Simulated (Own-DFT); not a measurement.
# Computed records: GaN (wurtzite, strained, atoms displaced)

All values are calculated (Own-DFT development build). A calculation, not a measurement: plane-wave PBE density functional theory by an unreviewed code, no spin, of a simulated periodic cell, stress positive in tension, free energy of the whole cell less one offset for each atom, forces on such cells passed a denser k mesh, this cell's mesh not checked; offsets are fitted by least squares, one for each functional and potential file, so energies compare only between cells with the same atoms and settings and are not formation energies; the far tail of each file's local potential was reset to the Coulomb form; each entry is a single point on an unrelaxed cell, so the pressure reflects the starting lattice, mostly measured values (interpolated for alloys), from which strain is counted, and rises with the displacements; printed positions are rounded, which can move forces by about a meV/angstrom; the program, named Own-DFT, is a retired in-house code; no spin-orbit coupling.

Settings shared by all entries: functional PBE; potential files PseudoDojo norm-conserving, scalar-relativistic, standard set with the stringent files for Ga; wave cutoff 96 hartree; occupations Gaussian; smearing width 0.01 eV; k mesh 3 x 4 x 3 centred on Gamma.

(1) 
```cif
# cell vector a (Å): 12.7560 0.0000 0.0000
# cell vector b (Å): -4.7835 8.2853 0.0000
# cell vector c (Å): 0.0000 0.0000 10.4737
data_GaN
_symmetry_space_group_name_H-M 'P 1'
_symmetry_Int_Tables_number 1
_cell_length_a 12.7560
_cell_length_b 9.5670
_cell_length_c 10.4737
_cell_angle_alpha 90.000
_cell_angle_beta 90.000
_cell_angle_gamma 120.000
_cell_volume 1106.94
loop_
_atom_site_label
_atom_site_type_symbol
_atom_site_fract_x
_atom_site_fract_y
_atom_site_fract_z
_atom_site_occupancy
Ga1 Ga 0.07562 0.22257 0.00478 1
Ga2 Ga 0.18007 0.11866 0.25286 1
N1 N 0.07996 0.21169 0.19945 1
N2 N 0.16735 0.11236 0.44407 1
Ga3 Ga 0.07646 0.22332 0.50389 1
Ga4 Ga 0.16689 0.11050 0.74739 1
N3 N 0.08616 0.22862 0.69285 1
N4 N 0.16279 0.10508 0.94289 1
Ga5 Ga 0.08204 0.55380 0.99748 1
Ga6 Ga 0.17091 0.45242 0.24674 1
N5 N 0.08754 0.54987 0.19760 1
N6 N 0.16367 0.44888 0.44059 1
Ga7 Ga 0.08381 0.55724 0.50000 1
Ga8 Ga 0.16943 0.44853 0.75375 1
N7 N 0.09479 0.56317 0.68534 1
N8 N 0.16989 0.44901 0.94008 1
Ga9 Ga 0.08609 0.88773 0.00796 1
Ga10 Ga 0.15947 0.77045 0.25976 1
N9 N 0.07426 0.89362 0.18862 1
N10 N 0.16489 0.78042 0.44064 1
Ga11 Ga 0.08618 0.89541 0.49915 1
Ga12 Ga 0.16826 0.77878 0.74549 1
N11 N 0.08066 0.88000 0.68437 1
N12 N 0.16325 0.77178 0.93672 1
Ga13 Ga 0.34143 0.23071 0.00104 1
Ga14 Ga 0.41492 0.10531 0.24052 1
N13 N 0.32648 0.21728 0.18303 1
N14 N 0.42527 0.12039 0.44175 1
Ga15 Ga 0.33019 0.21799 0.49506 1
Ga16 Ga 0.42169 0.11682 0.75472 1
N15 N 0.33358 0.22651 0.68602 1
N16 N 0.41672 0.11020 0.93551 1
Ga17 Ga 0.34342 0.55539 0.99867 1
Ga18 Ga 0.41751 0.45442 0.24429 1
N17 N 0.33751 0.55648 0.18726 1
N18 N 0.42285 0.44753 0.43494 1
Ga19 Ga 0.34126 0.55235 0.49652 1
Ga20 Ga 0.40578 0.44060 0.75212 1
N19 N 0.33829 0.56294 0.68295 1
N20 N 0.41995 0.44368 0.94698 1
Ga21 Ga 0.33462 0.88807 0.99427 1
Ga22 Ga 0.41143 0.77322 0.25176 1
N21 N 0.33093 0.88898 0.18625 1
N22 N 0.41724 0.77944 0.43687 1
Ga23 Ga 0.33973 0.90247 0.50182 1
Ga24 Ga 0.41170 0.78655 0.74419 1
N23 N 0.33064 0.88688 0.68910 1
N24 N 0.42082 0.78455 0.94334 1
Ga25 Ga 0.59459 0.23106 0.99655 1
Ga26 Ga 0.67442 0.12376 0.24336 1
N25 N 0.57571 0.21735 0.18045 1
N26 N 0.66752 0.12224 0.43815 1
Ga27 Ga 0.58339 0.22319 0.50495 1
Ga28 Ga 0.67055 0.11512 0.75314 1
N27 N 0.59338 0.23183 0.69108 1
N28 N 0.67502 0.12066 0.94147 1
Ga29 Ga 0.57782 0.54731 0.99690 1
Ga30 Ga 0.66585 0.44312 0.25214 1
N29 N 0.58345 0.55471 0.18580 1
N30 N 0.66000 0.44537 0.44482 1
Ga31 Ga 0.58040 0.54252 0.49931 1
Ga32 Ga 0.66496 0.44861 0.74873 1
N31 N 0.58813 0.55521 0.69449 1
N32 N 0.66811 0.44770 0.93292 1
Ga33 Ga 0.58739 0.88987 0.99795 1
Ga34 Ga 0.66990 0.78398 0.24495 1
N33 N 0.58747 0.90050 0.17883 1
N34 N 0.66626 0.77196 0.43736 1
Ga35 Ga 0.58241 0.88816 0.49478 1
Ga36 Ga 0.66338 0.77390 0.74340 1
N35 N 0.57896 0.89421 0.68358 1
N36 N 0.66241 0.77261 0.93559 1
Ga37 Ga 0.83124 0.22442 0.99339 1
Ga38 Ga 0.90804 0.09962 0.25897 1
N37 N 0.83318 0.22531 0.18293 1
N38 N 0.91069 0.11106 0.44111 1
Ga39 Ga 0.83500 0.22319 0.50251 1
Ga40 Ga 0.91662 0.11342 0.75172 1
N39 N 0.83976 0.21891 0.68592 1
N40 N 0.91686 0.10945 0.93712 1
Ga41 Ga 0.82862 0.55449 0.00594 1
Ga42 Ga 0.91591 0.44230 0.24706 1
N41 N 0.83064 0.55707 0.18504 1
N42 N 0.91981 0.44634 0.43350 1
Ga43 Ga 0.83041 0.55280 0.49739 1
Ga44 Ga 0.91506 0.44620 0.75257 1
N43 N 0.83366 0.56656 0.68795 1
N44 N 0.92539 0.44377 0.93467 1
Ga45 Ga 0.83479 0.89204 0.99983 1
Ga46 Ga 0.90785 0.78325 0.24754 1
N45 N 0.84578 0.89988 0.19435 1
N46 N 0.91651 0.77802 0.43155 1
Ga47 Ga 0.83076 0.88443 0.49722 1
Ga48 Ga 0.91619 0.77650 0.74146 1
N47 N 0.83843 0.88901 0.68864 1
N48 N 0.92612 0.78797 0.93624 1
_calc_free_energy_of_cell_above_offsets '-5.177'  # eV
_calc_pressure 5.09  # GPa
_calc_stress_xx -7.17  # GPa
_calc_stress_yy -5.85  # GPa
_calc_stress_zz -2.26  # GPa
_calc_stress_yz -0.32  # GPa
_calc_stress_xz -0.41  # GPa
_calc_stress_xy 0.94  # GPa
```

Force:
```csv
element,x (eV/Å),y (eV/Å),z (eV/Å)
Ga,1.951,-0.178,0.591
Ga,-3.661,-1.936,0.502
N,-0.377,1.459,-0.751
N,-0.634,0.595,-0.773
Ga,0.878,0.562,-0.294
Ga,-0.344,-0.683,1.095
N,-0.065,-0.586,-0.497
N,0.543,1.517,-0.782
Ga,1.168,0.823,1.065
Ga,0.987,-2.573,1.287
N,-2.369,1.174,-1.913
N,1.791,-0.493,-0.522
Ga,-0.018,0.416,0.284
Ga,0.152,0.068,-0.394
N,-1.553,-1.047,0.295
N,0.754,-0.349,0.283
Ga,-0.093,0.254,-0.751
Ga,-0.318,1.071,-1.48
N,1.945,-0.697,1.118
N,0.903,0.48,0.377
Ga,-0.593,-1.136,-0.006
Ga,-0.873,-0.191,0.972
N,0.113,1.37,-0.048
N,0.579,0.754,-0.064
Ga,-1.399,-2.596,-0.396
Ga,-0.466,0.548,1.031
N,2.892,1.981,0.287
N,-1.308,-0.717,-1.139
Ga,0.673,0.98,0.736
Ga,-0.367,0.005,-0.997
N,0.594,-0.553,0.075
N,0.672,0.719,0.632
Ga,-2.413,0.977,0.262
Ga,1.616,-1.596,0.948
N,-1.109,0.511,-0.499
N,-0.825,-1.159,-0.59
Ga,-2.015,0.39,0.243
Ga,1.546,0.8,-0.128
N,-0.277,-0.255,0.771
N,-0.808,-0.25,-2.108
Ga,-0.983,-0.22,0.847
Ga,0.474,1.464,-0.642
N,-0.242,-1.037,0.106
N,-0.289,-0.152,0.03
Ga,-0.331,-1.384,-0.411
Ga,2.161,-1.134,1.181
N,-0.472,2.077,-0.658
N,0.36,-0.901,-1.373
Ga,-1.558,-0.759,0.07
Ga,-1.39,-1.046,0.894
N,1.18,1.264,0.537
N,0.875,-0.892,-0.619
Ga,0.623,0.455,0.089
Ga,0.294,-0.3,-0.581
N,-0.791,-0.977,0.01
N,-1.236,-1.504,-1.357
Ga,1.872,1.714,0.605
Ga,-0.555,-0.394,-0.003
N,0.176,0.451,-0.059
N,2.847,-1.078,-1.678
Ga,-1.391,2.396,1.4
Ga,1.538,0.028,0.324
N,-2.529,-0.228,-1.344
N,0.077,-0.119,0.601
Ga,-0.353,0.314,-0.322
Ga,-0.432,-0.264,0.245
N,0.173,-0.863,1.697
N,-0.674,0.174,-0.33
Ga,0.435,0.692,0.069
Ga,0.097,1.088,0.475
N,0.884,-0.089,0.384
N,0.723,0.338,0.036
Ga,2.317,0.458,1.046
Ga,0.713,3.372,-0.364
N,0.941,-0.042,-0.057
N,0.742,-0.628,0.144
Ga,-1,0.463,-0.381
Ga,1.425,-0.837,0.078
N,-1.808,1.148,0.489
N,-1.12,0.268,0.108
Ga,1.032,1.297,-1.852
Ga,0.322,0.495,0.262
N,0.243,-0.325,1.1
N,-0.904,-0.235,0.62
Ga,0.456,0.571,0.106
Ga,0.708,0.582,-1.139
N,0.772,-2.579,-0.669
N,-2.239,-0.173,0.424
Ga,0.484,-0.709,-0.383
Ga,3.645,-1.667,0.982
N,-4.029,-1.133,-2.512
N,-0.088,-0.139,0.832
Ga,0.29,0.129,0.746
Ga,0.536,1.178,1.936
N,-1.584,0.487,-0.605
N,-1.29,-1.55,0.141
```

(2) 
```cif
# cell vector a (Å): 12.7560 0.0000 0.0000
# cell vector b (Å): -4.7835 8.2853 0.0000
# cell vector c (Å): 0.0000 0.0000 10.4737
data_GaN
_symmetry_space_group_name_H-M 'P 1'
_symmetry_Int_Tables_number 1
_cell_length_a 12.7560
_cell_length_b 9.5670
_cell_length_c 10.4737
_cell_angle_alpha 90.000
_cell_angle_beta 90.000
_cell_angle_gamma 120.000
_cell_volume 1106.94
loop_
_atom_site_label
_atom_site_type_symbol
_atom_site_fract_x
_atom_site_fract_y
_atom_site_fract_z
_atom_site_occupancy
Ga1 Ga 0.08674 0.22195 0.99878 1
Ga2 Ga 0.16464 0.11908 0.24941 1
N1 N 0.08870 0.22937 0.18802 1
N2 N 0.16951 0.10817 0.44003 1
Ga3 Ga 0.08141 0.21854 0.50265 1
Ga4 Ga 0.17041 0.10695 0.74665 1
N3 N 0.08359 0.22540 0.68553 1
N4 N 0.16982 0.10696 0.93813 1
Ga5 Ga 0.08421 0.56842 0.00306 1
Ga6 Ga 0.16394 0.44496 0.25970 1
N5 N 0.08495 0.55895 0.18289 1
N6 N 0.16459 0.43990 0.43284 1
Ga7 Ga 0.08794 0.56691 0.50718 1
Ga8 Ga 0.16555 0.43989 0.74287 1
N7 N 0.08465 0.55776 0.67699 1
N8 N 0.16970 0.44733 0.93695 1
Ga9 Ga 0.08606 0.88906 0.99975 1
Ga10 Ga 0.16811 0.77953 0.24836 1
N9 N 0.08211 0.89171 0.19557 1
N10 N 0.16742 0.78135 0.43999 1
Ga11 Ga 0.07898 0.88891 0.50263 1
Ga12 Ga 0.17515 0.79093 0.74598 1
N11 N 0.07343 0.88375 0.69266 1
N12 N 0.16377 0.78160 0.93806 1
Ga13 Ga 0.32539 0.21356 0.99580 1
Ga14 Ga 0.41679 0.11068 0.25000 1
N13 N 0.32820 0.22084 0.19020 1
N14 N 0.41130 0.11195 0.43733 1
Ga15 Ga 0.33767 0.23171 0.49759 1
Ga16 Ga 0.41684 0.10993 0.75016 1
N15 N 0.33254 0.22954 0.68641 1
N16 N 0.41818 0.11523 0.93422 1
Ga17 Ga 0.33306 0.56259 0.99310 1
Ga18 Ga 0.41331 0.44222 0.25401 1
N17 N 0.33425 0.55477 0.18167 1
N18 N 0.41676 0.44336 0.44829 1
Ga19 Ga 0.33589 0.55353 0.49317 1
Ga20 Ga 0.41480 0.43586 0.74504 1
N19 N 0.33339 0.54937 0.69326 1
N20 N 0.41649 0.44485 0.94218 1
Ga21 Ga 0.33170 0.88570 0.99904 1
Ga22 Ga 0.41470 0.77327 0.25458 1
N21 N 0.33410 0.88842 0.19129 1
N22 N 0.41291 0.77692 0.43832 1
Ga23 Ga 0.33321 0.88614 0.50277 1
Ga24 Ga 0.42034 0.77452 0.74655 1
N23 N 0.33092 0.89461 0.69112 1
N24 N 0.41690 0.77840 0.93678 1
Ga25 Ga 0.57941 0.21706 0.99911 1
Ga26 Ga 0.67257 0.11646 0.25409 1
N25 N 0.59304 0.21837 0.19161 1
N26 N 0.66772 0.10723 0.43681 1
Ga27 Ga 0.58170 0.21929 0.49692 1
Ga28 Ga 0.65627 0.10241 0.74503 1
N27 N 0.57801 0.22964 0.68427 1
N28 N 0.66366 0.11143 0.94747 1
Ga29 Ga 0.58232 0.54877 0.00228 1
Ga30 Ga 0.66614 0.44723 0.25012 1
N29 N 0.58299 0.55296 0.19984 1
N30 N 0.66749 0.43746 0.44063 1
Ga31 Ga 0.58249 0.55374 0.49765 1
Ga32 Ga 0.65891 0.42922 0.74493 1
N31 N 0.58264 0.54203 0.69459 1
N32 N 0.66123 0.43197 0.93868 1
Ga33 Ga 0.58404 0.88989 0.99959 1
Ga34 Ga 0.66555 0.78473 0.24874 1
N33 N 0.57725 0.87915 0.18510 1
N34 N 0.66532 0.77432 0.43883 1
Ga35 Ga 0.57876 0.88755 0.51019 1
Ga36 Ga 0.66728 0.77259 0.75479 1
N35 N 0.58785 0.88612 0.68425 1
N36 N 0.67194 0.78691 0.93636 1
Ga37 Ga 0.83316 0.23314 0.99326 1
Ga38 Ga 0.91977 0.11940 0.25519 1
N37 N 0.82417 0.21218 0.18167 1
N38 N 0.92317 0.11500 0.42897 1
Ga39 Ga 0.83026 0.22033 0.51095 1
Ga40 Ga 0.91093 0.11400 0.74229 1
N39 N 0.82881 0.21897 0.68840 1
N40 N 0.90894 0.10946 0.94131 1
Ga41 Ga 0.83376 0.55416 0.00264 1
Ga42 Ga 0.92255 0.45220 0.24950 1
N41 N 0.82633 0.55822 0.19115 1
N42 N 0.91785 0.44896 0.45377 1
Ga43 Ga 0.83783 0.55053 0.50370 1
Ga44 Ga 0.91316 0.43431 0.75030 1
N43 N 0.83415 0.55912 0.68450 1
N44 N 0.91855 0.44374 0.94223 1
Ga45 Ga 0.82872 0.88096 0.00756 1
Ga46 Ga 0.91026 0.77839 0.25561 1
N45 N 0.83808 0.88743 0.19463 1
N46 N 0.91685 0.76513 0.44295 1
Ga47 Ga 0.83344 0.90552 0.50290 1
Ga48 Ga 0.91118 0.76761 0.76489 1
N47 N 0.83414 0.88938 0.69077 1
N48 N 0.92178 0.77762 0.93944 1
_calc_free_energy_of_cell_above_offsets '-4.731'  # eV
_calc_pressure 5.19  # GPa
_calc_stress_xx -5.53  # GPa
_calc_stress_yy -6.5  # GPa
_calc_stress_zz -3.53  # GPa
_calc_stress_yz 0.08  # GPa
_calc_stress_xz -0.21  # GPa
_calc_stress_xy -0.2  # GPa
```

Force:
```csv
element,x (eV/Å),y (eV/Å),z (eV/Å)
Ga,-1.176,0.212,-0.173
Ga,0.869,-1.344,0.84
N,-1.334,-0.131,-0.294
N,-0.882,0.73,0.03
Ga,1.112,0.411,-0.595
Ga,-1.413,0.043,0.223
N,-0.179,-1.24,0.303
N,-1.747,-0.219,-0.922
Ga,1.217,-1.627,-1.118
Ga,0.746,0.456,-2.876
N,-0.04,-0.084,1.275
N,0.077,0.633,2.329
Ga,0.089,-0.813,-2.77
Ga,-0.402,1.088,1.19
N,0.13,-0.052,3.994
N,-1.195,-0.158,-0.533
Ga,-0.951,0.41,1.446
Ga,-0.647,0.553,0.806
N,0.024,-0.267,-1.051
N,0.274,0.008,-0.25
Ga,0.418,-0.205,-0.053
Ga,-2.355,-2.124,0.716
N,1.275,0.497,-0.244
N,1.393,-0.049,-0.726
Ga,1.581,1.996,1.246
Ga,0.173,0.434,-0.149
N,1.116,0.091,-0.435
N,1.252,-0.369,0.294
Ga,-0.49,-2.246,0.657
Ga,-0.921,0.913,-0.034
N,0.826,-2.277,-0.399
N,-0.461,-1.088,0.508
Ga,0.841,-1.269,0.776
Ga,0.135,0.145,-0.771
N,-0.659,0.044,1.313
N,0.127,1.005,-1.81
Ga,-1.383,0.046,1.345
Ga,0.166,1.713,1.897
N,-0.166,1.008,-1.445
N,-0.046,-0.325,-0.708
Ga,0.13,0.652,0.35
Ga,0.066,0.036,-1.16
N,0.072,-0.06,-0.77
N,0.765,-0.036,0.703
Ga,-1.105,0.809,-0.513
Ga,-0.914,-0.336,0.653
N,2.439,-0.174,-0.898
N,0.071,0.893,-0.79
Ga,0.133,0.107,1.317
Ga,-0.35,-1.781,-0.298
N,-2.871,0.683,-0.595
N,-0.185,-0.158,1.283
Ga,-0.374,-0.037,-0.502
Ga,0.167,1.098,1.48
N,1.379,-3.693,-0.732
N,0.276,-0.247,-2.376
Ga,-0.456,0.3,0.202
Ga,0.336,-1.339,0.895
N,-0.755,0.499,-1.307
N,-0.404,0.704,-0.207
Ga,1.487,0.13,0.794
Ga,1.442,3.12,1.651
N,-1.249,1.858,-1.11
N,0.543,1.5,-0.298
Ga,-0.107,-0.159,0.479
Ga,0.764,-0.8,0.581
N,0,1.177,0.456
N,-0.493,0.906,0.283
Ga,0.861,-0.351,-3.036
Ga,0.633,-0.524,-0.708
N,-0.866,-0.221,1.718
N,-0.504,-1.671,0.681
Ga,0.581,-2.343,1.317
Ga,-0.123,-0.366,-2.878
N,2.085,1.908,0.65
N,-1.272,0.212,2.628
Ga,0.364,0.716,-2.507
Ga,1.891,-1.012,2.252
N,-1.042,-0.235,0.654
N,1.281,0.127,-0.686
Ga,-0.717,-0.247,0.092
Ga,-1.32,-0.926,0.618
N,1.932,-0.031,-0.58
N,1.996,-1.813,-2.317
Ga,-2.372,0.847,0.038
Ga,-0.137,2.272,-0.061
N,-0.003,-1.492,1.855
N,-0.334,1.499,-1.219
Ga,0.867,1.508,-0.295
Ga,2.146,-0.607,0.859
N,-2.215,1.169,-0.743
N,-1.469,1.697,-0.525
Ga,1.091,-2.645,-0.126
Ga,-0.151,0.655,-2.5
N,-0.294,0.026,-0.253
N,-1.11,-0.352,1.666
```

(3) 
```cif
# cell vector a (Å): 12.7560 0.0000 0.0000
# cell vector b (Å): -4.7835 8.2853 0.0000
# cell vector c (Å): 0.0000 0.0000 10.4737
data_GaN
_symmetry_space_group_name_H-M 'P 1'
_symmetry_Int_Tables_number 1
_cell_length_a 12.7560
_cell_length_b 9.5670
_cell_length_c 10.4737
_cell_angle_alpha 90.000
_cell_angle_beta 90.000
_cell_angle_gamma 120.000
_cell_volume 1106.94
loop_
_atom_site_label
_atom_site_type_symbol
_atom_site_fract_x
_atom_site_fract_y
_atom_site_fract_z
_atom_site_occupancy
Ga1 Ga 0.08755 0.21759 0.00182 1
Ga2 Ga 0.16278 0.10898 0.25360 1
N1 N 0.08276 0.22003 0.18456 1
N2 N 0.16742 0.10667 0.43925 1
Ga3 Ga 0.09435 0.22903 0.50274 1
Ga4 Ga 0.16576 0.11100 0.75300 1
N3 N 0.08652 0.21712 0.68730 1
N4 N 0.16189 0.11082 0.94290 1
Ga5 Ga 0.08982 0.56588 0.00979 1
Ga6 Ga 0.16668 0.44323 0.24901 1
N5 N 0.08514 0.55221 0.18352 1
N6 N 0.17314 0.44719 0.43314 1
Ga7 Ga 0.08676 0.56476 0.50574 1
Ga8 Ga 0.17436 0.44289 0.74699 1
N7 N 0.07880 0.54690 0.69076 1
N8 N 0.17588 0.45605 0.93998 1
Ga9 Ga 0.08891 0.89521 0.99141 1
Ga10 Ga 0.16210 0.77380 0.24803 1
N9 N 0.08833 0.90127 0.19077 1
N10 N 0.17060 0.78229 0.44383 1
Ga11 Ga 0.08106 0.89264 0.50447 1
Ga12 Ga 0.16271 0.77606 0.74583 1
N11 N 0.08638 0.88767 0.69015 1
N12 N 0.17637 0.78071 0.93576 1
Ga13 Ga 0.32769 0.22801 0.99990 1
Ga14 Ga 0.41299 0.10584 0.25083 1
N13 N 0.33675 0.22461 0.18690 1
N14 N 0.41419 0.10968 0.43747 1
Ga15 Ga 0.33184 0.21302 0.50210 1
Ga16 Ga 0.42075 0.11599 0.75361 1
N15 N 0.33086 0.21691 0.68446 1
N16 N 0.41664 0.11469 0.94458 1
Ga17 Ga 0.33526 0.55303 0.00726 1
Ga18 Ga 0.41804 0.43612 0.24574 1
N17 N 0.33232 0.54805 0.18643 1
N18 N 0.41655 0.44420 0.43998 1
Ga19 Ga 0.33756 0.55490 0.50212 1
Ga20 Ga 0.41168 0.44158 0.74534 1
N19 N 0.33213 0.55583 0.69676 1
N20 N 0.42685 0.46118 0.93449 1
Ga21 Ga 0.33480 0.89625 0.99687 1
Ga22 Ga 0.41891 0.78181 0.24906 1
N21 N 0.33371 0.87907 0.19388 1
N22 N 0.41747 0.77598 0.44121 1
Ga23 Ga 0.32664 0.88321 0.50154 1
Ga24 Ga 0.42264 0.78301 0.74956 1
N23 N 0.33543 0.88371 0.69571 1
N24 N 0.41482 0.77265 0.92661 1
Ga25 Ga 0.57772 0.21472 0.99697 1
Ga26 Ga 0.66802 0.10922 0.25438 1
N25 N 0.57794 0.22647 0.19588 1
N26 N 0.65983 0.11219 0.43858 1
Ga27 Ga 0.58703 0.21856 0.49496 1
Ga28 Ga 0.66324 0.11519 0.74856 1
N27 N 0.57383 0.21221 0.69080 1
N28 N 0.66895 0.11397 0.93283 1
Ga29 Ga 0.57900 0.55959 0.99661 1
Ga30 Ga 0.67048 0.45205 0.24140 1
N29 N 0.57766 0.54433 0.19030 1
N30 N 0.66435 0.44591 0.44186 1
Ga31 Ga 0.57694 0.55171 0.49924 1
Ga32 Ga 0.66012 0.43488 0.75153 1
N31 N 0.57527 0.54389 0.69096 1
N32 N 0.66370 0.44307 0.93148 1
Ga33 Ga 0.58577 0.88356 0.99913 1
Ga34 Ga 0.66583 0.77151 0.25814 1
N33 N 0.57465 0.90115 0.19027 1
N34 N 0.66456 0.78282 0.44645 1
Ga35 Ga 0.57730 0.89907 0.48800 1
Ga36 Ga 0.67757 0.78375 0.74914 1
N35 N 0.58476 0.88837 0.68436 1
N36 N 0.66592 0.78336 0.93936 1
Ga37 Ga 0.83511 0.22000 0.00085 1
Ga38 Ga 0.92094 0.11361 0.24468 1
N37 N 0.83651 0.22604 0.19076 1
N38 N 0.91514 0.09994 0.44655 1
Ga39 Ga 0.83078 0.22049 0.50254 1
Ga40 Ga 0.91930 0.11104 0.75011 1
N39 N 0.84400 0.22581 0.68481 1
N40 N 0.91260 0.10917 0.93813 1
Ga41 Ga 0.83878 0.55501 0.99583 1
Ga42 Ga 0.92071 0.44870 0.24596 1
N41 N 0.83373 0.55420 0.19276 1
N42 N 0.91826 0.45052 0.44450 1
Ga43 Ga 0.83658 0.56029 0.48962 1
Ga44 Ga 0.92293 0.44907 0.74818 1
N43 N 0.83422 0.55576 0.68922 1
N44 N 0.90063 0.43077 0.93617 1
Ga45 Ga 0.82670 0.88954 0.00010 1
Ga46 Ga 0.91460 0.77355 0.24906 1
N45 N 0.83124 0.88335 0.18808 1
N46 N 0.91544 0.77319 0.43742 1
Ga47 Ga 0.83642 0.89510 0.49779 1
Ga48 Ga 0.90542 0.77646 0.75855 1
N47 N 0.82845 0.89299 0.68820 1
N48 N 0.92145 0.77658 0.94407 1
_calc_free_energy_of_cell_above_offsets '-4.228'  # eV
_calc_pressure 5.46  # GPa
_calc_stress_xx -7.84  # GPa
_calc_stress_yy -6.47  # GPa
_calc_stress_zz -2.06  # GPa
_calc_stress_yz 0.32  # GPa
_calc_stress_xz 0.27  # GPa
_calc_stress_xy -0.5  # GPa
```

Force:
```csv
element,x (eV/Å),y (eV/Å),z (eV/Å)
Ga,-2.664,1.874,-0.278
Ga,0.953,1.276,0.092
N,0.228,0.375,0.636
N,-0.413,0.571,-0.168
Ga,-1.183,-0.567,-0.529
Ga,0.878,-0.543,-0.368
N,-0.543,0.578,0.342
N,1.634,0.23,-1.567
Ga,0.043,-1.106,-3.103
Ga,0.727,-0.07,0.001
N,-0.584,0.466,1.884
N,-0.96,0.011,0.878
Ga,0.208,-1.247,-0.442
Ga,-2.05,-0.136,1.39
N,1.967,1.317,-0.367
N,-1.07,-1.87,-0.162
Ga,0.381,-1.412,1.453
Ga,0.612,0.94,0.661
N,-0.033,-2.404,-1.028
N,-1.834,-0.802,-1.167
Ga,0.34,-0.848,-0.147
Ga,1.71,-0.514,0.642
N,-1.844,0.368,0.243
N,-2.241,-0.176,0.087
Ga,1.654,0.6,0.19
Ga,0.131,0.018,0.065
N,-1.146,-1.448,-0.203
N,0.728,-0.538,0.211
Ga,0.066,1.026,-0.49
Ga,-1.704,-1.715,0.205
N,-0.124,0.118,1.29
N,-1.357,0.155,-0.97
Ga,-0.145,1.228,-1.474
Ga,-1.262,0.633,1.48
N,0.239,0.717,1.06
N,-0.328,-1.104,-0.675
Ga,-0.311,0.324,0.229
Ga,0.621,0.089,0.607
N,0.896,0.472,-2.115
N,-2.089,-2.713,-0.243
Ga,1.794,-1.024,0.669
Ga,-0.342,-2.043,0.974
N,-2.027,0.926,-1.228
N,-1.425,-0.373,-0.803
Ga,1.951,1.218,0.897
Ga,0.291,-0.501,-0.509
N,-1.373,0.801,-1.141
N,0.325,0.844,2.977
Ga,1.175,1.376,1.255
Ga,-0.89,1.726,-0.876
N,1.568,-0.441,-1.15
N,2.733,0.367,-0.767
Ga,-3.191,1.766,1.025
Ga,1.698,-0.837,-0.167
N,1.589,1.338,-1.42
N,-0.215,-0.688,1.023
Ga,2.52,-0.069,0.613
Ga,-0.276,-1.609,1.597
N,0.258,2.386,-1.029
N,0.582,-0.036,-0.839
Ga,1.016,0.589,0.92
Ga,0.516,0.858,-1.035
N,0.731,1.453,-0.473
N,0.096,0.395,1.87
Ga,-2.756,1.433,0.058
Ga,-0.741,0.284,-0.263
N,2.993,-1.212,-0.972
N,0.282,-0.295,-0.989
Ga,1.791,-1.56,2.468
Ga,-3.719,-1.908,-0.044
N,0.385,0.549,-0.221
N,1.364,-1.07,-0.632
Ga,-1.077,-0.066,0.037
Ga,-0.677,-0.83,1.302
N,-0.112,-0.576,-0.051
N,0.118,3.543,-1.914
Ga,0.806,0.273,-0.305
Ga,-0.314,0.529,0.026
N,-1.681,-0.195,0.513
N,1.47,0.048,-0.022
Ga,-1.963,-0.359,0.538
Ga,-0.253,-0.594,1.28
N,0.612,0.4,-1.269
N,1.08,-0.967,-1.47
Ga,-1.238,-1.125,2.045
Ga,-1.901,-1.108,0.547
N,-0.56,0.08,-0.266
N,2.754,1.307,-0.083
Ga,1.493,-0.161,0.561
Ga,0.472,0.943,0.015
N,-0.479,0.437,0.027
N,-0.123,1.69,-0.311
Ga,-0.358,-2.641,0.728
Ga,1.525,-0.512,-1.066
N,2.73,0.413,-0.454
N,-1.158,0.656,-0.346
```
